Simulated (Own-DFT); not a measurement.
Simulation results for InGa3As4 (zincblende random alloy, strained, atoms displaced)

A calculation, not a measurement: plane-wave PBE density functional theory by an unreviewed code, no spin, of a simulated periodic cell, stress positive in tension, free energy of the whole cell less one offset for each atom, forces on such cells passed a denser k mesh, this cell's mesh not checked; offsets are fitted by least squares, one for each functional and potential file, so energies compare only between cells with the same atoms and settings and are not formation energies; the far tail of each file's local potential was reset to the Coulomb form; each entry is a single point on an unrelaxed cell, so the pressure reflects the starting lattice, mostly measured values, from which strain is counted, and rises with the displacements; printed positions are rounded, which can move forces by about a meV/angstrom; the program is a retired in-house code; no spin-orbit coupling. Program: Own-DFT development build.

Settings shared by all entries: functional PBE; potential files PseudoDojo norm-conserving, scalar-relativistic, standard set; wave cutoff 42 hartree; occupations Fermi-Dirac; smearing width 0.1 eV; k mesh 3 x 3 x 3 centred on Gamma.

```json
{"entry": 1, "formula": "InGa3As4", "kind": "zincblende random alloy, strained, atoms displaced", "structure": {"cell_angstrom": [[11.3066, 0.0, 0.0], [0.0, 11.3066, 0.0], [0.0, 0.0, 11.6914]], "atoms_fractional": [["Ga", 0.99592, 0.00093, 0.0056], ["Ga", 0.9941, 0.25269, 0.24746], ["Ga", 0.25374, 0.99274, 0.24744], ["Ga", 0.24959, 0.24928, 0.0012], ["As", 0.12296, 0.11993, 0.13317], ["As", 0.11463, 0.37409, 0.37762], ["As", 0.37763, 0.1241, 0.36765], ["As", 0.37518, 0.37184, 0.12977], ["Ga", 0.00339, 0.99601, 0.50049], ["Ga", 0.00282, 0.25444, 0.7493], ["Ga", 0.25383, 0.99074, 0.74584], ["In", 0.25017, 0.24836, 0.49573], ["As", 0.13091, 0.11842, 0.62251], ["As", 0.13283, 0.37887, 0.86907], ["As", 0.36974, 0.12653, 0.8722], ["As", 0.3805, 0.37438, 0.62777], ["Ga", 0.00171, 0.50132, 0.9993], ["Ga", 0.99887, 0.75049, 0.24913], ["Ga", 0.24945, 0.49441, 0.24908], ["In", 0.24695, 0.75102, 0.99837], ["As", 0.12519, 0.6251, 0.12288], ["As", 0.12748, 0.87416, 0.37758], ["As", 0.37388, 0.62869, 0.37652], ["As", 0.37327, 0.88167, 0.11876], ["Ga", 0.00461, 0.50107, 0.49427], ["In", 0.9981, 0.74589, 0.74778], ["In", 0.2514, 0.49569, 0.7575], ["In", 0.24137, 0.74748, 0.49709], ["As", 0.12045, 0.63146, 0.61711], ["As", 0.12816, 0.87963, 0.87738], ["As", 0.38135, 0.62745, 0.88144], ["As", 0.37996, 0.87768, 0.62729], ["In", 0.49667, 0.99448, 0.00989], ["Ga", 0.50306, 0.2462, 0.24719], ["Ga", 0.7554, 0.00565, 0.25093], ["Ga", 0.74843, 0.24817, 0.99321], ["As", 0.62897, 0.12226, 0.12226], ["As", 0.62338, 0.38549, 0.37039], ["As", 0.87385, 0.12382, 0.37606], ["As", 0.88577, 0.36888, 0.1217], ["Ga", 0.50322, 0.99335, 0.50534], ["Ga", 0.49774, 0.2484, 0.74519], ["Ga", 0.75164, 0.00459, 0.75226], ["Ga", 0.75242, 0.25113, 0.50579], ["As", 0.62503, 0.12919, 0.62164], ["As", 0.61665, 0.37516, 0.88173], ["As", 0.87169, 0.11708, 0.87877], ["As", 0.86481, 0.3747, 0.62525], ["Ga", 0.50394, 0.5032, 0.99862], ["In", 0.5011, 0.75291, 0.25039], ["Ga", 0.7451, 0.49587, 0.25603], ["Ga", 0.75396, 0.75286, 0.99527], ["As", 0.62214, 0.61606, 0.1298], ["As", 0.62606, 0.87493, 0.38079], ["As", 0.87692, 0.62188, 0.37535], ["As", 0.88086, 0.87603, 0.12525], ["Ga", 0.49751, 0.50274, 0.49788], ["Ga", 0.50585, 0.73817, 0.75065], ["In", 0.75573, 0.49653, 0.7532], ["Ga", 0.74607, 0.74735, 0.49957], ["As", 0.62567, 0.62561, 0.6191], ["As", 0.6239, 0.87257, 0.87209], ["As", 0.86683, 0.62311, 0.88467], ["As", 0.88164, 0.8669, 0.62844]]}, "results": {"free_energy_of_cell_above_offsets [eV]": "-20.808", "pressure [GPa]": 6.37, "stress_xx [GPa]": -6.93, "stress_yy [GPa]": -6.97, "stress_zz [GPa]": -5.22, "stress_yz [GPa]": 0.38, "stress_xz [GPa]": 0.86, "stress_xy [GPa]": -0.05, "force_element": ["Ga", "Ga", "Ga", "Ga", "As", "As", "As", "As", "Ga", "Ga", "Ga", "In", "As", "As", "As", "As", "Ga", "Ga", "Ga", "In", "As", "As", "As", "As", "Ga", "In", "In", "In", "As", "As", "As", "As", "In", "Ga", "Ga", "Ga", "As", "As", "As", "As", "Ga", "Ga", "Ga", "Ga", "As", "As", "As", "As", "Ga", "In", "Ga", "Ga", "As", "As", "As", "As", "Ga", "Ga", "In", "Ga", "As", "As", "As", "As"], "force_x [eV/angstrom]": [0.765, 0.565, -0.325, -0.205, 0.138, 0.285, 0.844, 0.141, -0.399, -0.247, -0.24, 0.413, -1.17, -2.886, -0.016, 0.699, 0.171, 0.277, -0.237, 0.312, -0.735, -1.415, -0.171, -1.896, -0.897, 0.561, 1.409, 2.031, -0.342, -1.068, 0.923, 0.359, 1.438, 0.329, -0.445, 0.208, 0.933, -0.509, 0.408, -1.629, -0.161, 0.226, -0.277, -0.636, 0.07, 0.0, 0.743, 2.795, -0.628, -0.226, 1.479, -0.921, 1.38, 1.064, -0.46, -0.915, -0.051, -0.203, -1.789, 0.889, -0.416, 0.613, 1.437, -2.387], "force_y [eV/angstrom]": [0.159, -0.862, 0.508, -0.174, 0.51, 0.35, -1.154, 0.189, 0.167, -0.729, 0.841, 0.275, -0.384, -2.3, 0.088, 0.265, -0.245, -0.201, 0.364, -0.038, -0.99, 1.383, -1.946, -1.778, 0.059, -0.48, 2.406, 0.783, -2.915, 1.205, -0.308, -0.969, 1.833, 0.222, -0.619, 0.188, 1.129, -1.842, 0.407, 0.781, 0.913, -0.166, -0.746, -0.058, -0.538, -0.979, 1.045, -0.854, -0.399, 0.185, 0.464, 0.221, 0.334, 0.95, 0.375, -0.353, -0.04, 0.828, 0.525, 0.296, -0.214, -0.323, 0.109, 2.245], "force_z [eV/angstrom]": [-0.316, 0.689, 0.486, 0.272, -0.528, -1.375, -0.076, -0.768, 0.096, -0.163, 0.553, 0.109, 1.145, 2.817, -0.426, -0.859, -0.087, 0.271, 0.432, 0.231, 1.295, -2.06, -0.448, 2.703, 0.868, 2.304, -2.304, 0.524, 0.974, -0.763, -0.638, 0.398, -2.788, 0.106, -0.027, 0.582, 1.006, 1.152, 0.474, -0.416, -0.545, 0.79, -0.776, -1.28, 0.463, -0.465, -0.36, -1.223, 0.866, -0.363, -1.188, 1.159, -1.103, 0.015, -0.252, 0.246, 0.123, -0.22, 0.477, -0.021, 0.022, -0.495, 0.6, -1.921]}}
{"entry": 2, "formula": "InGa3As4", "kind": "zincblende random alloy, strained, atoms displaced", "structure": {"cell_angstrom": [[11.3066, 0.0, 0.0], [0.0, 11.3066, 0.0], [0.0, 0.0, 11.6914]], "atoms_fractional": [["Ga", 0.00589, 0.99407, 0.00996], ["Ga", 0.00176, 0.24738, 0.24805], ["Ga", 0.25268, 0.99693, 0.24764], ["In", 0.24162, 0.25422, 0.99335], ["As", 0.12721, 0.11477, 0.11939], ["As", 0.12669, 0.37465, 0.38259], ["As", 0.37629, 0.11406, 0.38218], ["As", 0.38006, 0.37751, 0.1243], ["Ga", 0.00531, 0.00146, 0.50313], ["Ga", 0.99713, 0.25205, 0.74504], ["Ga", 0.24426, 0.00401, 0.7477], ["Ga", 0.24724, 0.25008, 0.5056], ["As", 0.12494, 0.12388, 0.63252], ["As", 0.12143, 0.37703, 0.87263], ["As", 0.38286, 0.12056, 0.87765], ["As", 0.37624, 0.3703, 0.62993], ["Ga", 0.99994, 0.49629, 0.99666], ["Ga", 0.00897, 0.7467, 0.25048], ["Ga", 0.24842, 0.49631, 0.25001], ["Ga", 0.25911, 0.75927, 0.99516], ["As", 0.12061, 0.62697, 0.13022], ["As", 0.13316, 0.87975, 0.3716], ["As", 0.38547, 0.62828, 0.37485], ["As", 0.37789, 0.86799, 0.13477], ["Ga", 0.9976, 0.49666, 0.50151], ["Ga", 0.99057, 0.75827, 0.74827], ["Ga", 0.24982, 0.50274, 0.75246], ["In", 0.24608, 0.75759, 0.49299], ["As", 0.12835, 0.62724, 0.63473], ["As", 0.12102, 0.87691, 0.87815], ["As", 0.36925, 0.62531, 0.87839], ["As", 0.36932, 0.87616, 0.62497], ["In", 0.49839, 0.9925, 0.99964], ["Ga", 0.5002, 0.25097, 0.24303], ["Ga", 0.74525, 0.00585, 0.24911], ["Ga", 0.75193, 0.2493, 0.00345], ["As", 0.62077, 0.12255, 0.12523], ["As", 0.62529, 0.37161, 0.36995], ["As", 0.87507, 0.13624, 0.36678], ["As", 0.87269, 0.38187, 0.12981], ["Ga", 0.49965, 0.99935, 0.49441], ["Ga", 0.50647, 0.25487, 0.74723], ["In", 0.74216, 0.00656, 0.74652], ["Ga", 0.75463, 0.24684, 0.5035], ["As", 0.62425, 0.11777, 0.6308], ["As", 0.61783, 0.36993, 0.87055], ["As", 0.87575, 0.12862, 0.87326], ["As", 0.87059, 0.36889, 0.61931], ["In", 0.49981, 0.49598, 0.99942], ["Ga", 0.49593, 0.74654, 0.24702], ["In", 0.75088, 0.49953, 0.24974], ["In", 0.7455, 0.75387, 0.00203], ["As", 0.63068, 0.62444, 0.12589], ["As", 0.63034, 0.88026, 0.37439], ["As", 0.87759, 0.62413, 0.37475], ["As", 0.87483, 0.87873, 0.11948], ["In", 0.49845, 0.50256, 0.50523], ["Ga", 0.50477, 0.74787, 0.75119], ["Ga", 0.75797, 0.49526, 0.74781], ["Ga", 0.75057, 0.74179, 0.49987], ["As", 0.6229, 0.62106, 0.61854], ["As", 0.61772, 0.87495, 0.87641], ["As", 0.87787, 0.62448, 0.87327], ["As", 0.87434, 0.87232, 0.61915]]}, "results": {"free_energy_of_cell_above_offsets [eV]": "-20.273", "pressure [GPa]": 6.48, "stress_xx [GPa]": -6.96, "stress_yy [GPa]": -7.1, "stress_zz [GPa]": -5.4, "stress_yz [GPa]": 0.6, "stress_xz [GPa]": -0.73, "stress_xy [GPa]": 0.62, "force_element": ["Ga", "Ga", "Ga", "In", "As", "As", "As", "As", "Ga", "Ga", "Ga", "Ga", "As", "As", "As", "As", "Ga", "Ga", "Ga", "Ga", "As", "As", "As", "As", "Ga", "Ga", "Ga", "In", "As", "As", "As", "As", "In", "Ga", "Ga", "Ga", "As", "As", "As", "As", "Ga", "Ga", "In", "Ga", "As", "As", "As", "As", "In", "Ga", "In", "In", "As", "As", "As", "As", "In", "Ga", "Ga", "Ga", "As", "As", "As", "As"], "force_x [eV/angstrom]": [-0.827, 0.629, 0.236, 1.425, -0.131, -0.066, -0.705, -1.625, -0.431, -0.091, 0.971, 0.411, -0.408, -1.08, -1.219, -1.108, -0.154, -1.042, 0.387, -1.002, 1.103, -2.478, -1.513, -1.051, 0.342, 0.808, 0.096, 0.782, -1.189, 0.3, 0.208, 1.446, -0.505, -0.27, 0.752, -0.155, 0.924, -0.432, -0.011, 1.846, 0.483, -0.718, 2.184, -1.209, -2.363, 2.273, 0.931, 0.692, 0.592, 1.516, -0.43, 0.6, -1.81, -0.313, 0.938, 0.658, -0.463, -0.801, -0.733, -0.004, 2.045, 0.586, 0.115, 0.058], "force_y [eV/angstrom]": [0.321, 0.513, 0.449, -0.807, 0.596, -0.223, 1.727, -0.953, 0.163, -0.023, -0.566, -0.522, 0.598, 1.041, 1.153, -0.189, 0.519, 1.013, 0.486, -0.379, -0.665, 1.268, -0.222, 0.094, 0.607, -0.644, -0.359, -1.822, -0.353, -0.04, 0.613, 0.716, 0.229, -0.466, -0.116, 0.109, 0.914, -1.39, -1.34, -2.005, -0.71, -1.306, -2.135, -0.485, 2.766, -0.022, 0.143, 0.659, 1.181, -0.126, 0.532, -0.388, 0.606, -0.937, 0.807, 0.393, -1.816, -0.054, 0.251, 0.56, 1.533, -1.166, -0.425, 0.091], "force_z [eV/angstrom]": [-1.337, -0.443, 0.12, 0.675, 1.671, -0.721, -1.212, 1.705, -0.786, 0.444, 1.013, -0.126, -0.805, -1.533, -2.177, 0.527, 0.532, 0.465, 0.293, 0.672, -1.359, -1.321, -1.387, -0.37, 0.426, 0.335, -0.028, 1.035, -0.467, -0.484, -1.028, 1.029, 1.315, 0.952, -0.052, -0.18, 0.263, 1.093, 1.027, -2.042, 1.19, -0.066, 1.849, -0.763, -3.341, -0.152, 1.188, 0.491, -0.324, 0.564, 1.111, -0.872, 0.509, -0.034, 0.816, 2.127, -1.241, -0.389, 0.216, -0.388, 2.512, -1.827, -0.448, -0.464]}}
{"entry": 3, "formula": "InGa3As4", "kind": "zincblende random alloy, strained, atoms displaced", "structure": {"cell_angstrom": [[11.3066, 0.0, 0.0], [0.0, 11.3066, 0.0], [0.0, 0.0, 11.6914]], "atoms_fractional": [["Ga", 0.00435, 0.00163, 0.99883], ["Ga", 0.99528, 0.25199, 0.25241], ["Ga", 0.24829, 0.99824, 0.24942], ["Ga", 0.25453, 0.24447, 0.00202], ["As", 0.11919, 0.12938, 0.11841], ["As", 0.12706, 0.38172, 0.38058], ["As", 0.37337, 0.12945, 0.37138], ["As", 0.38181, 0.37373, 0.12328], ["Ga", 0.00341, 0.00212, 0.4883], ["In", 0.00385, 0.2557, 0.74604], ["Ga", 0.25794, 0.99858, 0.7493], ["Ga", 0.26077, 0.25392, 0.49649], ["As", 0.12346, 0.13122, 0.63258], ["As", 0.12452, 0.37394, 0.8809], ["As", 0.37126, 0.12112, 0.87704], ["As", 0.37891, 0.37422, 0.62262], ["Ga", 0.00627, 0.50484, 0.99933], ["Ga", 0.00474, 0.74362, 0.25686], ["Ga", 0.25222, 0.50143, 0.24992], ["In", 0.25456, 0.747, 0.00122], ["As", 0.12356, 0.62646, 0.12562], ["As", 0.12482, 0.87444, 0.37324], ["As", 0.37326, 0.61638, 0.37902], ["As", 0.37581, 0.87888, 0.1223], ["Ga", 0.00302, 0.5065, 0.50093], ["Ga", 0.0005, 0.75712, 0.74422], ["Ga", 0.25268, 0.50103, 0.74758], ["Ga", 0.25325, 0.75225, 0.50497], ["As", 0.12307, 0.62303, 0.61733], ["As", 0.11487, 0.87047, 0.87232], ["As", 0.38299, 0.62169, 0.87599], ["As", 0.37598, 0.87707, 0.62935], ["In", 0.49925, 0.00787, 0.99713], ["In", 0.50287, 0.24915, 0.2513], ["In", 0.74918, 0.00507, 0.24894], ["Ga", 0.74864, 0.23767, 0.99619], ["As", 0.62693, 0.12449, 0.1194], ["As", 0.63086, 0.37147, 0.36352], ["As", 0.87165, 0.12324, 0.37963], ["As", 0.86855, 0.37446, 0.12419], ["Ga", 0.50821, 0.99958, 0.50083], ["Ga", 0.4965, 0.25024, 0.74769], ["Ga", 0.74738, 0.01099, 0.74349], ["Ga", 0.74991, 0.24606, 0.50571], ["As", 0.62757, 0.12289, 0.62404], ["As", 0.62411, 0.3708, 0.87249], ["As", 0.87795, 0.13214, 0.87155], ["As", 0.86857, 0.36832, 0.62553], ["In", 0.49326, 0.49911, 0.00469], ["Ga", 0.49925, 0.75094, 0.24084], ["Ga", 0.74652, 0.49805, 0.24619], ["In", 0.74713, 0.74648, 0.99684], ["As", 0.62724, 0.6225, 0.12986], ["As", 0.62713, 0.87999, 0.37451], ["As", 0.87812, 0.62153, 0.37809], ["As", 0.87753, 0.87799, 0.12931], ["Ga", 0.50134, 0.49763, 0.50342], ["Ga", 0.50187, 0.74851, 0.7496], ["Ga", 0.75675, 0.49727, 0.74361], ["In", 0.75038, 0.75288, 0.50226], ["As", 0.62799, 0.62383, 0.62436], ["As", 0.62188, 0.87619, 0.87782], ["As", 0.87377, 0.63363, 0.87282], ["As", 0.87353, 0.86576, 0.62745]]}, "results": {"free_energy_of_cell_above_offsets [eV]": "-20.291", "pressure [GPa]": 6.5, "stress_xx [GPa]": -7.14, "stress_yy [GPa]": -6.96, "stress_zz [GPa]": -5.4, "stress_yz [GPa]": -0.3, "stress_xz [GPa]": -0.29, "stress_xy [GPa]": 0.13, "force_element": ["Ga", "Ga", "Ga", "Ga", "As", "As", "As", "As", "Ga", "In", "Ga", "Ga", "As", "As", "As", "As", "Ga", "Ga", "Ga", "In", "As", "As", "As", "As", "Ga", "Ga", "Ga", "Ga", "As", "As", "As", "As", "In", "In", "In", "Ga", "As", "As", "As", "As", "Ga", "Ga", "Ga", "Ga", "As", "As", "As", "As", "In", "Ga", "Ga", "In", "As", "As", "As", "As", "Ga", "Ga", "Ga", "In", "As", "As", "As", "As"], "force_x [eV/angstrom]": [-0.881, 0.166, -0.206, -0.304, 0.547, -0.039, -0.548, -3.032, -0.077, -0.49, -1.501, -1.17, 2.211, 1.436, -0.864, -0.208, -1.018, -0.596, -0.342, -0.623, -0.245, 0.657, 0.495, -0.053, -0.816, 0.08, -0.299, -0.079, 0.601, 0.992, -0.932, 0.599, 0.265, -0.097, 0.195, 0.149, 0.467, 0.867, 0.982, 0.504, -0.921, 0.256, 0.939, -0.219, -1.068, 0.755, -0.685, 0.088, 2.079, -0.119, 0.956, 0.16, -0.379, -1.857, -0.069, 1.493, 0.66, 0.215, -0.593, -0.359, -1.09, 0.238, 1.651, 1.075], "force_y [eV/angstrom]": [-0.244, 0.329, 0.404, 0.71, -0.183, -0.692, -1.826, -0.884, -0.156, 0.706, 0.084, -0.176, -2.132, 1.016, 1.636, 0.091, -0.209, 0.388, -0.399, 0.321, -0.864, -0.227, 1.162, 0.121, -1.181, -1.188, -0.134, -0.099, 0.745, 1.045, 0.725, -0.298, -0.925, -0.467, -0.227, 1.235, 1.016, 1.154, 1.327, -0.052, 0.068, -0.258, -1.367, 0.363, 0.714, -0.237, -1.708, 1.648, 0.009, -0.08, 0.213, 0.908, 0.214, -0.793, -0.539, -0.805, -0.104, 0.064, 0.298, -0.585, -0.916, 0.265, -1.978, 2.956], "force_z [eV/angstrom]": [-0.267, 0.193, -0.28, 0.006, 1.044, -0.593, 1.185, 0.999, 1.553, 1.002, 0.306, 0.409, -2.6, 0.419, -1.719, 0.339, 0.0, -0.483, -0.268, -0.756, 1.052, 0.224, -0.273, 1.705, -0.13, 0.152, 0.302, -0.556, 1.406, -0.258, -2.409, -0.603, 0.31, -0.832, -0.196, -0.137, -0.035, 2.835, 0.522, -0.569, -0.282, 0.353, 1.129, -0.949, -0.139, -0.402, 0.782, -1.474, -0.724, 1.202, 0.418, 1.135, 0.807, -0.245, -1.121, -0.515, -0.592, 0.1, 0.94, -1.089, 0.881, -2.315, -1.446, 0.547]}}
{"entry": 4, "formula": "InGa3As4", "kind": "zincblende random alloy, strained, atoms displaced", "structure": {"cell_angstrom": [[11.3066, 0.0, 0.0], [0.0, 11.3066, 0.0], [0.0, 0.0, 11.6914]], "atoms_fractional": [["Ga", 0.99444, 0.99483, 0.00232], ["Ga", 0.99081, 0.24862, 0.24312], ["Ga", 0.25098, 0.00606, 0.25366], ["Ga", 0.24602, 0.25561, 0.0064], ["As", 0.13444, 0.11761, 0.12348], ["As", 0.12132, 0.37767, 0.36108], ["As", 0.37569, 0.12516, 0.37263], ["As", 0.3766, 0.377, 0.12883], ["Ga", 0.00013, 0.99831, 0.50174], ["Ga", 0.00375, 0.2454, 0.74968], ["Ga", 0.25286, 0.9979, 0.74896], ["Ga", 0.25467, 0.24457, 0.51182], ["As", 0.11778, 0.12512, 0.6243], ["As", 0.12142, 0.37669, 0.88031], ["As", 0.37527, 0.12069, 0.86914], ["As", 0.36526, 0.37615, 0.62132], ["Ga", 0.99911, 0.49411, 0.99973], ["In", 0.99677, 0.75536, 0.24322], ["Ga", 0.25834, 0.49371, 0.25006], ["Ga", 0.25197, 0.74359, 0.99517], ["As", 0.1243, 0.6255, 0.12206], ["As", 0.1221, 0.87693, 0.37634], ["As", 0.37946, 0.62575, 0.38173], ["As", 0.37396, 0.88035, 0.1311], ["Ga", 0.99809, 0.49365, 0.49878], ["In", 0.00177, 0.74824, 0.75007], ["Ga", 0.25422, 0.50101, 0.74615], ["Ga", 0.24668, 0.74518, 0.49563], ["As", 0.13067, 0.62751, 0.62838], ["As", 0.13096, 0.8725, 0.87357], ["As", 0.37996, 0.62076, 0.8686], ["As", 0.37746, 0.87739, 0.61774], ["Ga", 0.50161, 0.00031, 0.99242], ["Ga", 0.49615, 0.24982, 0.25281], ["In", 0.7463, 0.99675, 0.24206], ["In", 0.75343, 0.25311, 0.99434], ["As", 0.62165, 0.12892, 0.1318], ["As", 0.62041, 0.37514, 0.37356], ["As", 0.87575, 0.1267, 0.37525], ["As", 0.87454, 0.37628, 0.11681], ["In", 0.50171, 0.00455, 0.49704], ["Ga", 0.49297, 0.248, 0.75061], ["Ga", 0.75239, 0.00481, 0.75114], ["In", 0.75143, 0.24842, 0.5013], ["As", 0.62311, 0.12025, 0.61754], ["As", 0.62239, 0.37086, 0.88149], ["As", 0.87868, 0.12884, 0.87236], ["As", 0.87506, 0.37568, 0.62074], ["Ga", 0.50292, 0.50288, 0.99696], ["In", 0.50115, 0.7499, 0.24262], ["Ga", 0.75567, 0.49672, 0.23991], ["Ga", 0.75365, 0.74962, 0.99926], ["As", 0.61792, 0.62424, 0.12706], ["As", 0.61756, 0.88349, 0.36957], ["As", 0.87809, 0.63421, 0.38053], ["As", 0.87777, 0.88081, 0.12554], ["Ga", 0.50319, 0.50621, 0.50082], ["In", 0.49037, 0.74771, 0.74763], ["Ga", 0.75389, 0.5018, 0.74218], ["Ga", 0.75398, 0.75217, 0.50399], ["As", 0.62383, 0.63122, 0.63326], ["As", 0.62375, 0.8735, 0.87452], ["As", 0.87052, 0.62704, 0.87011], ["As", 0.88062, 0.87902, 0.61779]]}, "results": {"free_energy_of_cell_above_offsets [eV]": "-19.912", "pressure [GPa]": 6.57, "stress_xx [GPa]": -7.2, "stress_yy [GPa]": -7.21, "stress_zz [GPa]": -5.32, "stress_yz [GPa]": -0.21, "stress_xz [GPa]": 0.6, "stress_xy [GPa]": 0.42, "force_element": ["Ga", "Ga", "Ga", "Ga", "As", "As", "As", "As", "Ga", "Ga", "Ga", "Ga", "As", "As", "As", "As", "Ga", "In", "Ga", "Ga", "As", "As", "As", "As", "Ga", "In", "Ga", "Ga", "As", "As", "As", "As", "Ga", "Ga", "In", "In", "As", "As", "As", "As", "In", "Ga", "Ga", "In", "As", "As", "As", "As", "Ga", "In", "Ga", "Ga", "As", "As", "As", "As", "Ga", "In", "Ga", "Ga", "As", "As", "As", "As"], "force_x [eV/angstrom]": [1.284, 0.935, -0.142, 0.533, -1.471, 0.089, -1.216, 0.474, 0.174, -0.158, -0.352, -1.054, 0.906, 0.623, -0.505, 1.606, -0.024, 0.907, -0.614, 0.195, 1.031, 1.098, -0.933, -1.065, 0.818, -0.169, -0.711, 0.167, 0.262, 0.25, -1.598, -2.233, -0.112, 0.099, 0.35, -0.644, -1.376, -0.015, 1.298, 0.977, -0.834, 0.502, -0.221, -0.586, 0.669, -1.15, 0.778, 1.086, -0.283, -0.799, -0.54, -0.527, 2.427, 1.625, -0.959, -0.806, 0.142, 0.497, -0.598, -0.95, 1.463, 1.05, -0.398, -1.27], "force_y [eV/angstrom]": [0.616, -0.22, -0.744, -0.397, 0.621, -0.744, 1.293, -0.245, 0.603, 0.979, -0.039, -0.061, -0.49, -0.28, 0.624, 0.263, 1.28, -0.755, 1.149, 0.399, -1.155, 0.65, -0.561, 0.632, 0.733, 0.638, -0.226, 0.571, -1.461, 0.977, -1.32, -0.274, 0.15, 0.294, 0.803, -1.275, 0.532, 0.877, -0.781, 0.589, -0.493, 0.277, -0.447, 0.34, 1.113, 1.552, -1.442, 0.512, -0.366, 0.387, 0.602, 0.065, -1.346, -2.179, -1.632, -0.587, -0.45, 1.602, -0.388, 0.372, -1.346, 0.566, -1.303, 0.348], "force_z [eV/angstrom]": [-0.864, 0.045, 0.3, -0.492, -0.126, 1.162, -0.198, -0.903, -0.85, 0.077, -0.455, -1.7, 0.19, -1.017, 0.829, 0.467, -0.168, 0.793, 0.343, 0.467, -0.57, 0.455, -0.328, -2.002, -0.356, -0.165, 0.588, 0.225, -1.424, 0.988, 1.982, 0.068, 0.922, -0.077, 1.191, 0.902, -1.553, -0.627, -0.645, 1.38, -0.327, -0.495, -0.359, -0.541, 3.317, -2.489, -0.549, 1.582, 0.252, 1.504, 1.186, 0.224, -1.832, 0.991, 0.088, -2.462, 0.347, 0.046, 0.703, -0.466, -1.925, 0.407, 1.328, 0.615]}}
```
